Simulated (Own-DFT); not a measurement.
# PBE and PBEsol under strain: beta-Si3N4, 112 atoms (N64Si48)

Source: density functional calculations with Own-DFT, an unreviewed in-house program that is no longer used. Nothing was measured or relaxed, and spin and spin-orbit coupling are left out.

Caveats: forces on such cells moved up to 12 meV/angstrom on a denser k mesh; stress not checked against mesh or cutoff.

Each geometry was run with PBE and with PBEsol, otherwise alike: PseudoDojo norm-conserving scalar-relativistic files made for PBE; cutoff 42 hartree; 2 x 2 x 4 k mesh centred on Gamma; Fermi-Dirac smearing of 0.1 eV. Unstrained cell vectors in Å: (15.212, 0.000, 0.000); (-7.606, 13.174, 0.000); (0.000, 0.000, 5.818). Each has a uniform strain, of which the change of volume is shown, and random moves of rms u per axis.

```
run,volume change (%),u (Å),P with PBE (GPa),P with PBEsol (GPa)
1,-2.28,0.0521,14.43,11.98
2,0.21,0.0513,7.90,5.49
3,-0.73,0.0507,10.34,7.93
4,0.14,0.0474,7.34,4.92
5,-1.52,0.0515,13.34,10.91
6,-1.97,0.0513,13.95,11.51
7,-2.31,0.0510,14.15,11.69
8,-1.23,0.0500,11.37,8.93
9,-4.29,0.0491,20.23,17.73
10,-1.63,0.0507,13.22,?
```

The question: by how much does PBEsol shrink this cell, and what belongs in the blank?

## Answer

Write v for the change of volume as a fraction. Fitted to v and u², the PBE pressure has a slope of -278 ± 11 GPa in v, with the ions held to the strained lattice. The difference PBEsol less PBE is -2.41 + 1.9 v GPa (slope ± 0.2) and averages -2.44 GPa. Divided by the mean slope of the two, 277 GPa, that makes PBEsol's volume at a given pressure, near 11 GPa, about 0.9 % smaller, or 0.29 % in lengths. At one volume PBEsol's slope is the smaller by 2 GPa, but its pressure there is lower too. If stiffness rises by about 4 GPa for each GPa, PBEsol at equal pressure is stiffer by about 8 GPa. Files made for PBEsol would give a different shift.

For run 10 the line gives 10.78 GPa. The run itself gave 10.79 GPa.
